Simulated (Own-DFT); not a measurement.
# Computed records: Si$_{3}$N$_{4}$ (beta silicon nitride, strained, atoms displaced)

All values are calculated (Own-DFT development build). A calculation, not a measurement: plane-wave PBE density functional theory by an unreviewed code, no spin, of a simulated periodic cell, stress positive in tension, free energy of the whole cell less one offset for each atom, forces on such cells moved up to 12 meV/angstrom on a denser k mesh; offsets are fitted by least squares, one for each functional and potential file, so energies compare only between cells with the same atoms and settings and are not formation energies; the far tail of each file's local potential was reset to the Coulomb form; each entry is a single point on an unrelaxed cell, so the pressure reflects the starting lattice, mostly measured values (interpolated for alloys), from which strain is counted, and rises with the displacements; printed positions are rounded, which can move forces by about a meV/angstrom; the program, named Own-DFT, is a retired in-house code; no spin-orbit coupling; before rounding, a Quantum ESPRESSO 7.3.1 run of the same cell and cutoff gave forces within 1 meV/angstrom rms on each cell, which checks the program and not the settings.

Settings shared by all entries: functional PBE; potential files PseudoDojo norm-conserving, scalar-relativistic, standard set; wave cutoff 42 hartree; occupations Fermi-Dirac; smearing width 0.1 eV; k mesh 2 x 2 x 4 centred on Gamma.

(1) Si$_{3}$N$_{4}$ (beta silicon nitride, strained, atoms displaced)

```
cell vectors (Å)
  15.3332    -0.0535     0.0086
  -7.7129    13.0853     0.1522
   0.0033     0.0691     5.9079
atoms (fractions of the cell vectors)
Si  0.08869  0.38444  0.13765
Si  0.11710  0.19947  0.12943
Si  0.29934  0.41630  0.10367
Si  0.40718  0.11715  0.37874
Si  0.38640  0.30004  0.37215
Si  0.20003  0.09286  0.39162
N   0.16616  0.01936  0.12282
N   0.48463  0.14317  0.11512
N   0.34724  0.33517  0.11957
N   0.32405  0.48073  0.36227
N   0.01774  0.34747  0.37344
N   0.14706  0.16669  0.37253
N   0.16322  0.33385  0.13532
N   0.32459  0.15813  0.36956
Si  0.08903  0.39076  0.62314
Si  0.11121  0.20433  0.62385
Si  0.30150  0.40832  0.61178
Si  0.40844  0.10974  0.88173
Si  0.38835  0.30222  0.87318
Si  0.20257  0.08213  0.86834
N   0.16610  0.01506  0.63471
N   0.48549  0.15011  0.63504
N   0.34963  0.32678  0.63039
N   0.33700  0.48990  0.87451
N   0.01816  0.35441  0.88587
N   0.15145  0.16697  0.87576
N   0.16892  0.34061  0.63092
N   0.33190  0.16113  0.86163
Si  0.08560  0.88446  0.13596
Si  0.12065  0.70197  0.11477
Si  0.30236  0.92168  0.13137
Si  0.41961  0.61407  0.38666
Si  0.38436  0.79685  0.38320
Si  0.20435  0.59006  0.37879
N   0.16195  0.52036  0.11082
N   0.48288  0.65058  0.12448
N   0.35480  0.83487  0.12359
N   0.33230  0.98523  0.37201
N   0.01318  0.84846  0.38231
N   0.15197  0.66512  0.37317
N   0.16052  0.82957  0.13144
N   0.33273  0.66945  0.37488
Si  0.07690  0.88283  0.62763
Si  0.11498  0.69809  0.63203
Si  0.29923  0.91506  0.63756
Si  0.41219  0.61959  0.88293
Si  0.38242  0.79592  0.87501
Si  0.20678  0.58862  0.87448
N   0.16432  0.51735  0.62365
N   0.47552  0.64674  0.61622
N   0.34872  0.82686  0.63243
N   0.33430  0.99286  0.87392
N   0.01415  0.84375  0.88359
N   0.15277  0.67323  0.86452
N   0.16112  0.83417  0.62451
N   0.33009  0.66207  0.86699
Si  0.59330  0.38919  0.11931
Si  0.60822  0.20017  0.11810
Si  0.79573  0.40895  0.11727
Si  0.91458  0.11407  0.38692
Si  0.88535  0.29748  0.36890
Si  0.69215  0.08372  0.37744
N   0.66423  0.00755  0.11834
N   0.98301  0.14424  0.14069
N   0.84756  0.33434  0.12777
N   0.83562  0.48517  0.36033
N   0.51813  0.34670  0.37563
N   0.65206  0.16470  0.36599
N   0.66836  0.33146  0.12659
N   0.83101  0.16792  0.36001
Si  0.58879  0.38685  0.64049
Si  0.60879  0.19130  0.61043
Si  0.80469  0.41965  0.63620
Si  0.91783  0.11855  0.87249
Si  0.88021  0.30076  0.89043
Si  0.70511  0.08973  0.89520
N   0.66489  0.01868  0.62297
N   0.98401  0.15256  0.61946
N   0.85038  0.33492  0.61838
N   0.83310  0.48305  0.87801
N   0.51607  0.34703  0.88760
N   0.64441  0.16548  0.87232
N   0.66185  0.32898  0.62869
N   0.83420  0.16937  0.87856
Si  0.59136  0.89066  0.12403
Si  0.61430  0.70444  0.12901
Si  0.79942  0.91322  0.13334
Si  0.91465  0.61843  0.38218
Si  0.87567  0.79313  0.36447
Si  0.69973  0.58662  0.38134
N   0.66563  0.51162  0.11788
N   0.98253  0.64671  0.12912
N   0.84397  0.83109  0.12342
N   0.83731  0.98275  0.39280
N   0.52430  0.85554  0.37270
N   0.65036  0.66054  0.39052
N   0.66793  0.82815  0.11679
N   0.82995  0.66088  0.37676
Si  0.58144  0.88268  0.60962
Si  0.61619  0.69705  0.62985
Si  0.79789  0.91614  0.62374
Si  0.91308  0.61762  0.87773
Si  0.88886  0.80004  0.88493
Si  0.70833  0.58359  0.87828
N   0.65966  0.51766  0.62798
N   0.98263  0.65183  0.62258
N   0.85376  0.84321  0.63040
N   0.83024  0.98954  0.86769
N   0.51457  0.84869  0.88412
N   0.64818  0.67149  0.87869
N   0.66942  0.83378  0.62602
N   0.82877  0.66253  0.88001
```

- free energy of cell above offsets: -7.062 eV
- pressure: 4.49 GPa
- stress xx: -2.16 GPa
- stress yy: -9.05 GPa
- stress zz: -2.27 GPa
- stress yz: 3.93 GPa
- stress xz: -0.77 GPa
- stress xy: -1.62 GPa

Force:
```csv
element,x (eV/Å),y (eV/Å),z (eV/Å)
Si,-0.539,1.098,-2.869
Si,-2.476,1.751,-2.287
Si,-2.138,-1.893,3.058
Si,2.633,0.312,0.111
Si,1.113,-1.382,-0.685
Si,-0.147,-3.011,-2.187
N,-0.624,-1.599,2.082
N,-3.42,-0.885,2.34
N,1.278,-0.276,0.272
N,2.059,1.189,0.623
N,-1.539,0.151,1.767
N,0.698,-0.284,2.851
N,2.938,-0.696,-0.757
N,0.989,4.38,0.039
Si,-0.388,-2.304,1.541
Si,1.742,1.722,0.889
Si,-2.7,1.4,1.076
Si,1.137,7.352,-1.215
Si,0.925,-3.374,2.159
Si,-0.903,2.645,2.059
N,-1.223,-1.228,-1.994
N,-2.604,-1.793,-2.112
N,-1.303,1.868,-2.22
N,0.704,-1.325,-2.898
N,-1.184,-0.633,-0.837
N,-0.191,-0.471,-0.922
N,1.009,-2.03,-0.118
N,-0.129,2.71,0.677
Si,1.314,0.335,-0.462
Si,-2.561,0.31,2.093
Si,-0.863,-4.168,-1.174
Si,-5.652,-1.651,-5.527
Si,1.078,0.445,-1.698
Si,0.479,-0.618,-1.856
N,0.366,-1.233,3.603
N,0.862,0.115,1.087
N,-2.179,1.667,0.783
N,0.772,0.204,2.259
N,-2.294,-0.543,-1.168
N,-1.306,0.48,0.378
N,2.121,2.206,-0.263
N,2.412,-1.247,0.007
Si,3.442,0.036,0.34
Si,-2.499,2.98,-4.435
Si,-1.856,-1.995,-1.579
Si,0.555,-0.228,-1.236
Si,2.093,-0.614,1.96
Si,-2.63,-0.727,-1.677
N,-0.068,1.615,0.427
N,4.748,2.245,5.193
N,-2.529,2.961,-1.123
N,-0.035,-8.016,0.185
N,-0.506,0.657,0.755
N,3.359,-2.433,2.452
N,1.683,0.034,0.361
N,0.912,2.935,0.505
Si,0.171,-4.654,2.031
Si,2.939,1.222,-0.262
Si,-0.604,1.029,2.604
Si,-3.43,0.505,-2.383
Si,0.094,-0.241,1.602
Si,4.557,0.272,-1.017
N,0.218,7.1,2.09
N,0.981,0.29,-2.356
N,0.177,0.336,0.533
N,0.012,-0.059,2.012
N,-1.231,0.418,0.25
N,-3.16,0.853,-0.811
N,-1.771,0.121,-0.169
N,0.807,-1.972,0.706
Si,1.216,-2.427,-2.099
Si,0.744,3.553,1.687
Si,-1.664,-3.425,-4.088
Si,-2.182,0.459,2.184
Si,3.202,-0.68,-3.41
Si,-0.648,0.6,-3.917
N,-0.431,-1.394,1.977
N,0.698,0.195,1.684
N,0.147,0.744,1.344
N,0.14,1.839,-0.267
N,-0.649,0.562,-0.727
N,2.183,-1.566,0.493
N,1.338,1.319,-0.049
N,0.63,0.109,0.092
Si,0.606,-7.624,-1.312
Si,0.796,-2.134,-0.229
Si,-2.053,1.042,-1.21
Si,-0.131,-1.638,-2.074
Si,1.552,0.564,3.561
Si,2.096,-1.537,-1.576
N,-0.216,3.591,2.024
N,1.128,0.826,-1.15
N,1.265,0.089,-0.344
N,-0.07,1.57,-4.659
N,-4.126,-2.053,-1.922
N,-2.427,1.227,-2.399
N,-1.459,4.286,1.032
N,-0.813,1.695,-0.018
Si,4.143,1.456,5.413
Si,-2.476,2.69,-0.143
Si,-0.88,-2.276,3.67
Si,0.509,-0.179,0.799
Si,-2.486,-1.129,-2.085
Si,-4.655,0.545,-0.848
N,0.579,-0.721,1.134
N,0.84,-0.244,1.427
N,2.244,-2.002,-0.184
N,1.084,-1.101,1.72
N,-0.109,-0.155,-1.725
N,3.041,-3.061,1.439
N,-2.125,-1.157,-0.612
N,2.722,3.177,-0.095
```

(2) Si$_{3}$N$_{4}$ (beta silicon nitride, strained, atoms displaced)

```
cell vectors (Å)
  15.4395    -0.2294     0.0945
  -7.9184    13.5236    -0.1949
   0.0361    -0.0652     5.8844
atoms (fractions of the cell vectors)
Si  0.09084  0.38762  0.12475
Si  0.12035  0.20459  0.11842
Si  0.29604  0.41576  0.14262
Si  0.41787  0.11524  0.37628
Si  0.38675  0.29833  0.35987
Si  0.19692  0.08420  0.38969
N   0.17402  0.01853  0.11990
N   0.48750  0.15014  0.11734
N   0.34979  0.33218  0.12443
N   0.33133  0.47961  0.36673
N   0.01586  0.35475  0.36939
N   0.14924  0.17087  0.37214
N   0.16796  0.33321  0.11459
N   0.33381  0.16896  0.36734
Si  0.08938  0.38804  0.62512
Si  0.11961  0.21255  0.63504
Si  0.29687  0.40852  0.62976
Si  0.40989  0.11333  0.88557
Si  0.39590  0.30439  0.88295
Si  0.19922  0.08564  0.88063
N   0.16585  0.01486  0.62556
N   0.48722  0.15235  0.62792
N   0.35298  0.33380  0.63041
N   0.33880  0.48775  0.87507
N   0.02035  0.35101  0.87750
N   0.14041  0.16098  0.87450
N   0.16579  0.33498  0.62975
N   0.33488  0.16599  0.86867
Si  0.08612  0.88613  0.13109
Si  0.10926  0.70182  0.12329
Si  0.29909  0.91395  0.10330
Si  0.41391  0.61146  0.36783
Si  0.38481  0.79953  0.36472
Si  0.20295  0.58298  0.36948
N   0.16589  0.51271  0.12833
N   0.49135  0.65063  0.13274
N   0.35294  0.83557  0.13145
N   0.33195  0.98163  0.36759
N   0.01637  0.85257  0.36973
N   0.14779  0.66959  0.36873
N   0.16947  0.83511  0.11907
N   0.33566  0.66666  0.36228
Si  0.08852  0.89302  0.64224
Si  0.11688  0.70079  0.62840
Si  0.30098  0.90959  0.62501
Si  0.40843  0.61328  0.87422
Si  0.38525  0.80210  0.86264
Si  0.20619  0.58624  0.87937
N   0.16461  0.51999  0.64708
N   0.48435  0.64695  0.63150
N   0.34878  0.83199  0.61869
N   0.33473  0.98445  0.87809
N   0.01118  0.85141  0.87915
N   0.15077  0.66666  0.87344
N   0.16794  0.83154  0.63451
N   0.32786  0.66694  0.87754
Si  0.59374  0.39378  0.11528
Si  0.61333  0.19816  0.12113
Si  0.79624  0.41533  0.13599
Si  0.91913  0.11859  0.37184
Si  0.88317  0.29609  0.38380
Si  0.69753  0.08048  0.37767
N   0.66785  0.00909  0.11883
N   0.99010  0.15664  0.12973
N   0.85168  0.33374  0.11416
N   0.83218  0.47906  0.39007
N   0.51965  0.35688  0.38232
N   0.65548  0.16908  0.38595
N   0.66669  0.34060  0.12703
N   0.83444  0.17305  0.37582
Si  0.59264  0.39447  0.62963
Si  0.62161  0.20142  0.62391
Si  0.79940  0.41840  0.63724
Si  0.91354  0.11815  0.88045
Si  0.89010  0.29403  0.87113
Si  0.70214  0.09003  0.87965
N   0.66523  0.01099  0.63277
N   0.99183  0.15456  0.62661
N   0.85380  0.33305  0.62478
N   0.83373  0.48694  0.88210
N   0.50713  0.33968  0.86926
N   0.65052  0.16819  0.86485
N   0.66687  0.32937  0.60810
N   0.83337  0.17152  0.87166
Si  0.58376  0.87892  0.12503
Si  0.61562  0.70495  0.13093
Si  0.80114  0.90829  0.11983
Si  0.91241  0.61646  0.40088
Si  0.88467  0.79572  0.37354
Si  0.70563  0.59206  0.37377
N   0.66096  0.51076  0.13423
N   0.98813  0.65356  0.13308
N   0.84587  0.83234  0.13111
N   0.83404  0.98158  0.37191
N   0.51337  0.84904  0.36946
N   0.65185  0.66533  0.36535
N   0.66572  0.83387  0.11362
N   0.82744  0.66483  0.37495
Si  0.58748  0.88273  0.62522
Si  0.61620  0.70315  0.61517
Si  0.80273  0.91554  0.62371
Si  0.91708  0.62003  0.87387
Si  0.88285  0.80125  0.87179
Si  0.70736  0.59388  0.86886
N   0.66665  0.51618  0.62919
N   0.98094  0.64745  0.62956
N   0.84893  0.83251  0.63990
N   0.83716  0.98929  0.86784
N   0.51487  0.85532  0.86876
N   0.65101  0.66347  0.88152
N   0.66570  0.82866  0.63012
N   0.83597  0.66671  0.86103
```

- free energy of cell above offsets: -8.259 eV
- pressure: -2.08 GPa
- stress xx: 3.17 GPa
- stress yy: 2 GPa
- stress zz: 1.07 GPa
- stress yz: -2.99 GPa
- stress xz: 1.41 GPa
- stress xy: -6.35 GPa

Force:
```csv
element,x (eV/Å),y (eV/Å),z (eV/Å)
Si,-0.09,-2.51,0.171
Si,-1.061,0.915,1.932
Si,1.579,-4.062,-6.786
Si,-2.351,0.151,0.528
Si,0.963,-0.605,2.888
Si,1.429,3.774,-3.092
N,-1.731,-1.856,1.702
N,-0.696,-0.871,1.641
N,-1.517,1.664,-0.255
N,0.32,3.71,5.678
N,1.464,0.395,1.025
N,1.454,-1.406,1.215
N,-0.386,0.534,0.53
N,0.519,-1.403,0.431
Si,-0.657,-0.246,-0.227
Si,1.119,-2.34,-1.503
Si,1.381,0.25,0.196
Si,-0.192,1.664,-2.701
Si,-8.618,-4.855,-1.539
Si,1.216,3.093,-0.366
N,-0.676,1.038,0.957
N,0.275,-0.997,0.356
N,-1.233,0.827,-0.479
N,-0.454,-1.785,0.983
N,0.001,-0.132,-0.623
N,2.476,-0.891,-1.139
N,0.303,2.036,-0.319
N,-1.348,0.033,0.445
Si,2.949,0.266,-1.614
Si,4.233,2.489,-0.04
Si,-0.101,-1.721,4.361
Si,-1.077,1.001,1.522
Si,0.45,-2.124,0.763
Si,-1.235,2.77,2.233
N,0.174,1.117,-0.947
N,-3.485,-1.471,-1.117
N,-1.197,1.062,-3.026
N,0.89,0.721,0.792
N,-0.893,-0.185,2.346
N,2.069,-1.99,0.36
N,-1.974,-0.598,0.039
N,0.121,-0.559,0.466
Si,1.999,-4.195,-1.831
Si,-0.328,1.182,-0.36
Si,-2.271,1.024,-1.594
Si,0.347,1.86,0.549
Si,0.218,-1.993,2.041
Si,-3.207,1.436,2.216
N,0.237,-2.562,-5.021
N,-0.428,-0.1,-1.332
N,0.258,0.408,0.05
N,0.716,0.269,-2.341
N,0.954,0.888,0.393
N,0.246,-0.935,0.794
N,-1.61,0.743,-0.124
N,3.876,2.039,-0.232
Si,-1.326,-6.508,1.699
Si,0.883,3.411,0.978
Si,1.639,-1.985,-1.526
Si,-2.013,0.226,1.297
Si,-0.421,1.605,-3.009
Si,1.353,1.9,-0.1
N,-1.009,1.748,0.632
N,-1.043,-0.918,-1.043
N,-0.902,0.818,1.611
N,0.388,4.089,-0.692
N,-0.373,-0.031,-1.66
N,0.847,-2.149,-3.803
N,0.999,-2.572,-0.611
N,1.519,-4.514,-0.032
Si,0.453,-5.576,-1.237
Si,-3.981,2.332,0.22
Si,0.666,-4.325,-0.147
Si,0.05,1.233,-0.735
Si,-2.576,3.239,0.245
Si,0.58,-0.634,-0.228
N,-0.284,1.224,-0.954
N,-2.824,-1.269,0.274
N,-1.555,1.611,2.029
N,0.429,1.499,1.12
N,9.844,5.527,0.419
N,1.768,-1.784,2.542
N,-0.437,2.155,1.384
N,1.721,-3.584,0.307
Si,0.591,1.023,-1.161
Si,2.333,0.569,-1.626
Si,-3.542,2.439,-0.117
Si,-1.469,-1.738,-4.589
Si,-0.475,0.02,0.805
Si,-2.588,-3.691,-0.031
N,0.484,7.139,-1.608
N,-4.6,-1.925,0.295
N,1.989,-1.02,-0.314
N,0.762,1.162,0.011
N,1.086,0.419,1.031
N,-0.475,0.412,1.198
N,1.003,-0.529,0.515
N,4.001,2.263,0.027
Si,0.642,-0.524,-0.496
Si,0.511,-1.046,2.042
Si,-1.302,-0.913,-0.213
Si,-1.443,-1.579,2.704
Si,1.34,-2.746,1.914
Si,-0.309,-1.803,1.649
N,0.035,3.144,-0.487
N,2.597,1.637,1.01
N,-0.912,1.126,-3.399
N,0.715,-1.449,1.432
N,0.291,-0.8,0.44
N,-0.909,0.946,-1.207
N,-0.06,1.896,-0.589
N,-0.112,1.833,0.789
```
